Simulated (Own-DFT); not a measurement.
# Computed records: Si23GeO48 (quartz with substituted atoms, atoms displaced)

All values are calculated (Own-DFT development build). A calculation, not a measurement: plane-wave PBE and HSE06 DFT by an unreviewed code, no spin, of a simulated cell at Gamma alone, so results move with cell size and shape, stress positive in tension, energies less offsets, not probed for a lower state with spin; oxygen file: force components 24 meV/angstrom off all-electron in a glass; k mesh not checked against a denser one; forces and stress are PBE's, HSE06 gives the energy alone, and its difference from PBE has offsets of its own; offsets are fitted by least squares, one for each functional and potential file, so energies compare only between cells with the same atoms and settings and are not formation energies; the far tail of each file's local potential was reset to the Coulomb form; each entry is a single point on an unrelaxed cell, so the pressure reflects the starting lattice, mostly measured values (interpolated for alloys), from which strain is counted, and rises with the displacements; printed positions are rounded, which can move forces by about a meV/angstrom; the program, named Own-DFT, is a retired in-house code; no spin-orbit coupling.

Settings shared by all entries: first functional PBE; second functional HSE06; exact exchange share 0.25; screening 0.11 1/bohr; exchange divergence Gygi-Baldereschi; potential files PseudoDojo norm-conserving, scalar-relativistic, made for PBE, standard set; wave cutoff 48 hartree; occupations fixed; k mesh 1 x 1 x 1 centred on Gamma.

(1) Si23GeO48 (quartz with substituted atoms, atoms displaced)

```
Si23GeO48
1.0
      9.8268     0.0000     0.0000
     -4.9134     8.5103     0.0000
      0.0000     0.0000    10.8104
Si O Si O Si O Si O Si Ge Si O Si O Si O Si O
3 6 3 6 3 6 3 6 1 1 1 6 3 6 3 6 3 6
Direct
  0.24490 0.99957 0.00245
  0.00019 0.23421 0.33179
  0.25762 0.25315 0.17349
  0.21826 0.13602 0.06468
  0.41937 0.29210 0.23572
  0.35742 0.06698 0.38790
  0.07932 0.37270 0.44256
  0.13727 0.21711 0.26526
  0.29695 0.42445 0.09987
  0.23077 0.99890 0.50918
  0.99667 0.22803 0.82957
  0.25912 0.26124 0.65743
  0.21568 0.13155 0.56719
  0.42436 0.29018 0.72829
  0.37317 0.06863 0.88717
  0.08256 0.37725 0.94678
  0.12949 0.19898 0.77668
  0.28566 0.41600 0.60605
  0.24035 0.49817 0.00110
  0.99332 0.73282 0.33454
  0.26733 0.76782 0.17006
  0.20992 0.63651 0.06237
  0.42760 0.78929 0.23246
  0.38097 0.58197 0.39083
  0.07830 0.86501 0.44558
  0.12892 0.70556 0.27436
  0.29576 0.93255 0.11026
  0.23401 0.51080 0.50379
  0.99014 0.72525 0.83200
  0.26269 0.77342 0.66356
  0.21054 0.64240 0.55560
  0.41723 0.78931 0.71563
  0.36552 0.57892 0.89986
  0.06420 0.86284 0.93771
  0.13581 0.71424 0.78373
  0.28760 0.93212 0.61265
  0.73471 0.99420 0.99927
  0.49564 0.23454 0.33806
  0.75936 0.26768 0.17378
  0.71015 0.13507 0.05215
  0.93305 0.29849 0.21595
  0.86498 0.07565 0.38826
  0.58084 0.37284 0.43960
  0.63555 0.20836 0.27326
  0.79088 0.42255 0.11124
  0.74221 0.00898 0.50508
  0.49025 0.22617 0.83234
  0.76827 0.27325 0.67381
  0.70910 0.13027 0.55424
  0.92882 0.29357 0.73125
  0.85975 0.07709 0.89139
  0.57890 0.36587 0.93885
  0.64218 0.21469 0.76991
  0.79655 0.42406 0.60762
  0.73472 0.50178 0.99948
  0.48942 0.73318 0.33292
  0.76129 0.76767 0.16830
  0.70501 0.63859 0.05343
  0.92237 0.78924 0.21536
  0.85970 0.56916 0.39227
  0.56938 0.85844 0.44421
  0.63354 0.70976 0.27955
  0.80341 0.93013 0.11824
  0.74304 0.48695 0.50023
  0.50122 0.72895 0.83397
  0.76524 0.76619 0.66161
  0.71009 0.63299 0.55094
  0.91451 0.79206 0.72633
  0.87102 0.57501 0.89194
  0.58520 0.86693 0.94074
  0.63107 0.70437 0.77809
  0.79361 0.91768 0.61318
```

- PBE energy of cell above offsets: -13.119 eV
- HSE06 less PBE above offsets: -0.335 eV
- PBE pressure: 13.52 GPa
- PBE stress xx: -13.49 GPa
- PBE stress yy: -16.5 GPa
- PBE stress zz: -10.58 GPa
- PBE stress yz: 4.74 GPa
- PBE stress xz: 0.31 GPa
- PBE stress xy: 0.18 GPa

Force:
```csv
element,x (eV/Å),y (eV/Å),z (eV/Å)
Si,-4.128,-0.775,-3.337
Si,-1.296,2.801,-1.237
Si,4.358,5.875,-6.351
O,0.439,-2.217,-2.323
O,-2.994,2.367,-4.157
O,-2.187,-5.01,3.532
O,-0.902,-1.709,-1.39
O,-5.711,-2.602,6.416
O,2.379,-2.306,3.201
Si,1.973,-0.66,-5.343
Si,1.133,2.679,4.366
Si,1.074,1.108,7.972
O,-2.031,-1.17,-2.729
O,-1.658,0.27,-1.534
O,-1.449,-3.836,2.443
O,-2.808,-4.997,-4.013
O,1.808,0.121,-1.924
O,-1.943,4.288,-2.058
Si,-2.039,1.883,2.441
Si,-0.149,1.036,-1.433
Si,-0.235,-1.163,-0.557
O,0.316,0.262,0.209
O,-4.674,2.529,-4.983
O,-4.189,-8.021,5.242
O,-1.78,-1.664,-1.01
O,0.334,0.247,0.119
O,2.079,-1.247,2.098
Si,4.668,-1.965,-2.542
Si,0.007,5.832,-1.08
Si,-0.706,-2.432,2.909
O,-2.246,1.504,0.657
O,4.024,-0.137,3.029
O,1.929,1.094,-2.694
O,1.721,2.281,1.438
O,2.138,-0.152,-2.945
O,1.204,0.574,1.284
Si,1.92,3.372,3.883
Ge,2.436,-0.778,0.133
Si,4.813,-1.831,-4.845
O,-0.7,0.794,1.997
O,0.562,-0.631,2.062
O,0.285,-0.93,0.988
O,-0.582,1.535,3.277
O,0.223,-2.135,2.041
O,-1.846,3.249,-1.982
Si,1.96,-7.381,-2.858
Si,3.269,4.759,-0.535
Si,3.944,-2.918,-2.909
O,-3.402,5.823,4.126
O,-1.367,1.149,-2.271
O,0.975,-0.928,-0.389
O,-0.973,-1.567,-0.971
O,-4.216,-1.857,3.523
O,1.459,1.203,0.993
Si,0.863,0.09,1.149
Si,7.398,4.088,1.962
Si,-0.754,-3.449,0.474
O,-0.014,-0.127,0.302
O,3.318,-0.313,3.063
O,2.197,0.925,-1.877
O,1.05,2.787,1.489
O,0.395,-0.037,-0.899
O,-2.423,3.74,-3.262
Si,-4.844,4.322,0.09
Si,-3.273,2.066,-0.471
Si,-0.961,-7.797,1.207
O,0.806,-0.577,0.88
O,4.595,-0.191,2.216
O,-1.858,-4.875,2.264
O,-2.873,-3.69,-2.04
O,2.631,-0.413,-2.393
O,-3.468,7.836,-4.133
```

(2) Si23GeO48 (quartz with substituted atoms, atoms displaced)

```
Si23GeO48
1.0
      9.8268     0.0000     0.0000
     -4.9134     8.5103     0.0000
      0.0000     0.0000    10.8104
Si O Si O Si O Si O Si Ge O Si O Si O Si O
3 6 3 6 3 6 3 6 2 1 6 3 6 3 6 3 6
Direct
  0.23526 0.99553 0.99843
  0.00216 0.23535 0.33458
  0.25996 0.26142 0.16940
  0.20587 0.13072 0.05826
  0.42489 0.29944 0.22677
  0.37036 0.07322 0.39358
  0.07642 0.37288 0.43734
  0.12328 0.20324 0.27154
  0.29543 0.42943 0.10254
  0.23237 0.00068 0.49152
  0.00320 0.23523 0.83479
  0.25706 0.26363 0.67380
  0.20777 0.13021 0.56649
  0.42697 0.29978 0.73130
  0.35931 0.05835 0.88996
  0.08041 0.36540 0.94527
  0.13396 0.20120 0.77064
  0.29024 0.42666 0.59940
  0.24238 0.50393 0.00707
  0.99574 0.72845 0.34076
  0.26350 0.76497 0.16313
  0.20526 0.62854 0.05992
  0.42971 0.78793 0.22977
  0.36405 0.57340 0.39415
  0.07167 0.86532 0.43768
  0.14024 0.71727 0.27652
  0.28630 0.92671 0.10782
  0.23095 0.49319 0.50317
  0.00757 0.74114 0.82894
  0.25712 0.76211 0.65776
  0.20367 0.63491 0.55575
  0.42113 0.78903 0.73050
  0.37524 0.57280 0.89678
  0.06341 0.86228 0.94419
  0.13391 0.70254 0.77402
  0.30024 0.93312 0.60176
  0.73343 0.99758 0.99909
  0.49384 0.22881 0.33259
  0.76961 0.27323 0.16376
  0.70412 0.12887 0.05317
  0.93299 0.29588 0.23555
  0.86547 0.07425 0.39320
  0.57315 0.35888 0.44878
  0.64050 0.21527 0.27239
  0.79355 0.42970 0.10851
  0.73940 0.00846 0.49823
  0.50022 0.23923 0.83782
  0.76005 0.26299 0.66529
  0.71284 0.13713 0.56354
  0.93799 0.29763 0.72539
  0.87652 0.07574 0.89635
  0.56532 0.36532 0.93625
  0.63112 0.20482 0.77328
  0.78747 0.42340 0.60670
  0.72635 0.49289 0.99762
  0.50413 0.72816 0.33064
  0.76777 0.75937 0.17041
  0.71560 0.63905 0.05426
  0.92827 0.80642 0.22321
  0.86696 0.57492 0.39956
  0.57064 0.86696 0.44286
  0.62856 0.69585 0.27595
  0.78637 0.92100 0.10068
  0.73545 0.50551 0.50290
  0.49778 0.72377 0.82828
  0.75795 0.76908 0.66833
  0.69383 0.62417 0.56827
  0.92822 0.80222 0.72380
  0.86713 0.57232 0.89201
  0.56455 0.85938 0.93406
  0.62031 0.69520 0.77836
  0.80027 0.92870 0.60027
```

* PBE energy of cell above offsets: -18.094 eV
* HSE06 less PBE above offsets: -0.212 eV
* PBE pressure: 10.11 GPa
* PBE stress xx: -10.34 GPa
* PBE stress yy: -9.14 GPa
* PBE stress zz: -10.83 GPa
* PBE stress yz: 1.09 GPa
* PBE stress xz: 1.56 GPa
* PBE stress xy: 1.48 GPa

Force:
```csv
element,x (eV/Å),y (eV/Å),z (eV/Å)
Si,-2.755,0.195,-0.685
Si,-1.49,0.127,2.516
Si,-0.622,0.64,-2.287
O,-0.118,0.76,0.622
O,1.144,-0.4,0.99
O,-0.399,-1.636,-0.654
O,-1.326,-1.829,-0.422
O,3.435,-0.723,-1.027
O,3.353,-3.145,4.685
Si,0.465,0.434,3.735
Si,0.079,1,0.623
Si,4.915,2.272,-4.87
O,-0.26,-0.058,-1.044
O,-0.605,-0.065,-0.243
O,1.331,2.54,-1.385
O,-0.231,-0.181,-0.516
O,-3.743,-1.578,4.238
O,3.306,-3.034,4.857
Si,-0.919,-0.337,-5.481
Si,0.659,2.761,-4.655
Si,1.994,0.001,1.686
O,-1.806,2.138,1.042
O,-2.593,0.623,-2.512
O,0.17,-0.645,0.22
O,-0.804,0.675,0.915
O,-0.872,-0.8,0.279
O,1.656,-0.739,1.465
Si,-1.534,4.474,-3.417
Si,-2.707,-1.57,1.093
Si,2.327,2.362,2.915
O,-0.037,-1.945,-1.609
O,-1.439,-0.206,-1.923
O,-1.413,-2.678,1.437
O,0.788,0.592,0.017
O,0.251,0.21,-0.763
O,-0.451,-0.758,-0.268
Si,-0.63,-1.907,-2.906
Si,2.006,4.008,-0.21
Ge,4.728,-5.474,-0.053
O,-1.206,0.587,-0.315
O,-0.529,1.481,-1.934
O,1.094,0.44,-1.026
O,-0.431,-0.39,-1.511
O,-4.617,-2.223,4.526
O,-3.099,7.306,-3.744
Si,-1.204,-3.202,0.273
Si,-0.458,-5.236,-3.964
Si,2.079,2.142,2.821
O,-0.455,-1.222,-1.601
O,-2.305,-0.175,-1.059
O,-0.804,-1.368,0.342
O,0.016,2.303,3.542
O,-0.548,0.026,0.823
O,0.609,0.84,0.322
Si,1.993,2.996,-0.624
Si,-3.448,1.356,3.629
Si,-4.385,0.79,-3.049
O,-0.565,-0.76,0.493
O,4.939,-0.648,3.771
O,-0.004,-1.222,-0.496
O,0.84,0.055,-0.572
O,3.893,-0.47,-1.657
O,1.469,-1.711,2.608
Si,-1.344,-2.844,1.025
Si,-6.405,3.378,2.641
Si,1.271,-1.4,0.922
O,-0.499,1.287,0.116
O,-0.034,-0.479,0.24
O,-0.314,-0.152,-0.203
O,1.289,2.084,1.21
O,7.771,-0.112,-4.278
O,-0.463,0.438,0.335
```

(3) Si23GeO48 (quartz with substituted atoms, atoms displaced)

```
Si23GeO48
1.0
      9.8268     0.0000     0.0000
     -4.9134     8.5103     0.0000
      0.0000     0.0000    10.8104
Si O Si O Si O Si O Si Ge Si O Si O Si O Si O
3 6 3 6 3 6 3 6 1 1 1 6 3 6 3 6 3 6
Direct
  0.22631 0.99041 0.99850
  0.00511 0.23217 0.32739
  0.26366 0.26972 0.16828
  0.19882 0.13609 0.05029
  0.43849 0.29753 0.22773
  0.37048 0.08201 0.40240
  0.08037 0.36766 0.44145
  0.13261 0.20548 0.26641
  0.28932 0.41762 0.10807
  0.23071 0.99385 0.49894
  0.00524 0.23088 0.82410
  0.26386 0.26467 0.66703
  0.21819 0.13607 0.56225
  0.42409 0.29050 0.72951
  0.36796 0.07919 0.89764
  0.08139 0.37502 0.94388
  0.12621 0.19988 0.77233
  0.29062 0.42339 0.60606
  0.23589 0.50417 0.99151
  0.99840 0.73578 0.32943
  0.25642 0.76262 0.16778
  0.20277 0.62816 0.06402
  0.42771 0.80062 0.22640
  0.36268 0.56841 0.40329
  0.06253 0.86734 0.44068
  0.12570 0.70768 0.27021
  0.28795 0.92952 0.10603
  0.24035 0.50959 0.49956
  0.99234 0.73210 0.84073
  0.26825 0.76183 0.66874
  0.20309 0.63350 0.55950
  0.41943 0.79331 0.72453
  0.36473 0.58065 0.89191
  0.06930 0.85404 0.94263
  0.12870 0.70109 0.77327
  0.29112 0.92845 0.60799
  0.73762 0.00348 0.99929
  0.49544 0.22957 0.33342
  0.77553 0.27424 0.16714
  0.70768 0.12370 0.05779
  0.92201 0.28482 0.22859
  0.85916 0.06878 0.39184
  0.57391 0.36929 0.44076
  0.63768 0.20849 0.28115
  0.79122 0.42902 0.11209
  0.73804 0.00577 0.49495
  0.50380 0.23507 0.82763
  0.76313 0.26470 0.66432
  0.69425 0.12558 0.55428
  0.93957 0.30451 0.73074
  0.86653 0.07671 0.88456
  0.57936 0.37448 0.94526
  0.63447 0.20955 0.76939
  0.78856 0.41872 0.61450
  0.73686 0.50556 0.99251
  0.50260 0.73635 0.33704
  0.76610 0.77586 0.17089
  0.70412 0.62921 0.05740
  0.92983 0.79129 0.22020
  0.86649 0.57631 0.39794
  0.57115 0.85632 0.44360
  0.63096 0.70265 0.27472
  0.78586 0.92758 0.10655
  0.73582 0.50083 0.50270
  0.50274 0.73399 0.84307
  0.76814 0.75598 0.66728
  0.68659 0.62121 0.55966
  0.92618 0.79263 0.73827
  0.86471 0.56761 0.89009
  0.56788 0.87029 0.93771
  0.63122 0.70743 0.77196
  0.79702 0.94013 0.61295
```

* PBE energy of cell above offsets: -14.803 eV
* HSE06 less PBE above offsets: -0.281 eV
* PBE pressure: 11.98 GPa
* PBE stress xx: -13.92 GPa
* PBE stress yy: -11.11 GPa
* PBE stress zz: -10.92 GPa
* PBE stress yz: 2.76 GPa
* PBE stress xz: 2.44 GPa
* PBE stress xy: -0.21 GPa

Force:
```csv
element,x (eV/Å),y (eV/Å),z (eV/Å)
Si,-0.556,4.728,-0.334
Si,-2.098,0.725,4.239
Si,5.813,-3.553,-2.163
O,0.707,-0.621,1.067
O,-7.786,2.509,-7.361
O,-2.769,-8.475,3.247
O,-0.902,-1.877,-1.781
O,-0.082,-1.839,1.944
O,-2.225,5.805,-3.153
Si,-0.248,0.88,1.085
Si,-4.641,2.523,5.16
Si,0.359,-0.015,-0.171
O,-1.077,-0.601,-0.629
O,-0.673,0.976,-0.784
O,0.256,-0.542,-0.453
O,-2.547,-5.057,-3.556
O,5.994,-0.838,-2.358
O,-0.256,0.868,0.422
Si,1.289,-0.049,5.385
Si,-1.856,-0.148,2.641
Si,2.41,1.455,-1.16
O,-0.239,0.544,0.001
O,0.021,-0.899,0.883
O,4.83,4.154,-6.14
O,0.293,-0.063,-0.541
O,1.534,-0.887,0.421
O,1.456,-1.745,2.078
Si,-2.786,-4.347,4.418
Si,4.578,-2.177,-2.969
Si,-5.901,0.512,-1.275
O,-0.734,0.436,-0.158
O,6.496,0.278,3.748
O,0.856,-1.661,-0.457
O,-0.671,1.63,2.281
O,-0.934,0.275,0.526
O,0.776,-1.522,0.684
Si,1.235,-1.968,-4.264
Ge,3.325,3.309,1.101
Si,-3.884,-3.548,-0.476
O,-3.33,5.779,3.507
O,2.013,0.981,-0.051
O,3.198,2.39,-3.724
O,0.396,2.879,3.12
O,6.629,-0.582,-3.419
O,-0.16,1.445,-1.512
Si,-1.21,-3.479,3.671
Si,-1.574,0.472,4.209
Si,4.189,-3.65,0.718
O,-0.718,2.426,1.596
O,-3.593,0.137,-2.925
O,-0.707,-1.819,1.668
O,-2.062,-4.335,-3.475
O,0.88,-1.087,0.689
O,-1.991,5.086,-2.9
Si,1.172,-0.696,4.269
Si,-2.2,-2.19,-1.768
Si,1.407,-3.896,-1.818
O,-1.24,3.597,2.08
O,-1.513,0.782,-0.747
O,0.841,0.573,-0.709
O,0.415,2.286,1.805
O,0.421,0.046,-0.065
O,1.244,0.087,0.827
Si,-0.407,-2.315,-0.029
Si,-0.378,2.224,-5.425
Si,-3.309,3.112,-0.752
O,0.696,1.56,1.214
O,-1.994,0.834,-2.715
O,0.869,-0.69,-0.781
O,0.861,1.776,1.895
O,0.526,-0.36,0.277
O,1.267,-2.549,0.124
```

(4) Si23GeO48 (quartz with substituted atoms, atoms displaced)

```
Si23GeO48
1.0
      9.8268     0.0000     0.0000
     -4.9134     8.5103     0.0000
      0.0000     0.0000    10.8104
Si O Si O Si O Si O Si O Si O Si Ge O Si O
3 6 3 6 3 6 3 6 3 6 3 6 2 1 6 3 6
Direct
  0.23247 0.00349 0.00897
  0.01017 0.24133 0.33348
  0.27000 0.27078 0.17010
  0.20884 0.12656 0.05586
  0.42380 0.28481 0.22903
  0.35775 0.07294 0.39490
  0.07744 0.36371 0.43624
  0.13059 0.20989 0.27550
  0.29220 0.42299 0.10594
  0.23438 0.99523 0.49641
  0.00228 0.23005 0.84201
  0.26031 0.26688 0.66766
  0.22003 0.14848 0.55746
  0.42580 0.28755 0.72361
  0.35960 0.06467 0.89076
  0.07243 0.37101 0.94353
  0.12362 0.19937 0.77372
  0.29413 0.43450 0.60712
  0.23336 0.49647 0.99693
  0.99631 0.72774 0.33111
  0.26563 0.76150 0.15930
  0.20494 0.65141 0.06149
  0.42869 0.79631 0.23684
  0.36121 0.57231 0.39257
  0.07411 0.85898 0.43820
  0.11872 0.69994 0.27285
  0.28777 0.92866 0.10625
  0.23633 0.49637 0.49698
  0.00612 0.73520 0.83618
  0.26486 0.77098 0.66207
  0.20206 0.63339 0.56700
  0.43533 0.79831 0.73377
  0.36658 0.57718 0.90324
  0.06933 0.87165 0.94003
  0.13960 0.70600 0.77219
  0.29142 0.92682 0.62110
  0.73953 0.00902 0.00391
  0.50247 0.23878 0.33170
  0.76583 0.27473 0.16325
  0.70381 0.13842 0.05901
  0.92767 0.29388 0.22558
  0.87144 0.07511 0.39203
  0.56542 0.36100 0.43956
  0.63504 0.20475 0.28306
  0.78652 0.42921 0.10706
  0.72996 0.99727 0.50505
  0.49817 0.23326 0.83010
  0.76283 0.26934 0.66357
  0.69961 0.12876 0.56161
  0.91816 0.29437 0.72164
  0.86160 0.07697 0.89631
  0.56798 0.35555 0.93951
  0.63395 0.20199 0.77455
  0.78756 0.42575 0.60546
  0.72650 0.49888 0.99967
  0.50252 0.74060 0.32856
  0.76553 0.76920 0.16656
  0.69760 0.62910 0.05514
  0.93549 0.79869 0.22435
  0.85919 0.57076 0.38458
  0.57671 0.86831 0.43856
  0.63510 0.70855 0.27118
  0.78908 0.93014 0.10376
  0.73863 0.50167 0.49572
  0.50089 0.72989 0.84174
  0.77152 0.77154 0.67389
  0.70919 0.63155 0.56028
  0.92743 0.79115 0.73138
  0.87081 0.57110 0.89208
  0.57377 0.85869 0.93868
  0.63006 0.71515 0.77384
  0.80272 0.93629 0.60553
```

- PBE energy of cell above offsets: -15.323 eV
- HSE06 less PBE above offsets: -0.279 eV
- PBE pressure: 11.84 GPa
- PBE stress xx: -11.19 GPa
- PBE stress yy: -11.74 GPa
- PBE stress zz: -12.6 GPa
- PBE stress yz: -0.76 GPa
- PBE stress xz: 0.51 GPa
- PBE stress xy: 2.3 GPa

Force:
```csv
element,x (eV/Å),y (eV/Å),z (eV/Å)
Si,4.19,-5.812,-7.9
Si,-6.123,-3.27,-0.144
Si,-0.784,-3.793,-0.549
O,-6.338,9.351,5.612
O,-1.324,1.306,-2.311
O,2.624,1.708,-2.894
O,-0.466,2.42,2.656
O,5.771,-0.521,-3.256
O,-0.736,1.801,-0.681
Si,-1.634,0.505,4.288
Si,-4.112,2.477,-3.311
Si,1.419,0.869,0.027
O,0.153,-2.88,-1.702
O,-1.819,1.019,-0.764
O,0.037,0.973,0.27
O,-1.099,-1.539,-0.697
O,1.918,0.132,-0.576
O,1.311,-1.573,2.204
Si,-1.75,2.229,3.724
Si,-2.367,2.323,0.758
Si,-1.648,7.994,10.29
O,2.301,-10.32,-9.245
O,-5.303,1.462,-5.426
O,1.953,1.907,-2.288
O,-0.434,0.289,1.119
O,6.643,-0.281,-3.467
O,2.848,-1.95,3.385
Si,-2.862,2.399,1.766
Si,0.806,0.141,0.045
Si,4.973,-3.616,4.595
O,1.14,-2.619,-3.151
O,-2.222,-0.647,-1.385
O,1.139,-1.108,-1.192
O,0.146,-0.153,0.525
O,-1.75,-0.455,1.777
O,-3.027,6.017,-4.307
Si,-3.663,-2.411,-1.613
Si,0.825,-3.134,2.522
Si,1.378,-2.799,3.371
O,-0.471,0.281,0.014
O,-0.648,0.5,-0.758
O,-0.859,-0.317,0.868
O,0.768,2.566,1.689
O,1.457,0.54,-2.141
O,-0.161,1.354,0.146
Si,1.674,2.346,-2.405
Si,0.706,-3.541,0.258
Si,-0.459,-2.591,0.69
O,-0.784,0.644,-0.149
O,4.68,-0.193,3.206
O,1.074,-0.311,-0.769
O,-0.018,1.977,1.58
O,-0.835,0.299,0.13
O,-0.036,1.321,-0.695
Si,1.796,-0.286,-2.82
Si,2.788,-2.786,5.219
Ge,3.467,-0.245,-2.206
O,-1.096,-0.512,-1.192
O,1.445,0.723,0.291
O,-0.193,-1.516,0.114
O,-0.777,-1.126,-0.255
O,-4.178,-2.541,4.852
O,0.249,3.017,0.235
Si,-2.36,-1.22,0.664
Si,-2.982,1.418,-3.536
Si,-1.524,-0.935,-2.544
O,-0.58,1.803,1.223
O,0.358,0.572,-0.272
O,-1.244,-1.176,1.375
O,1.041,4.534,4.576
O,4.098,-1.108,-1.529
O,1.487,-1.932,2.061
```
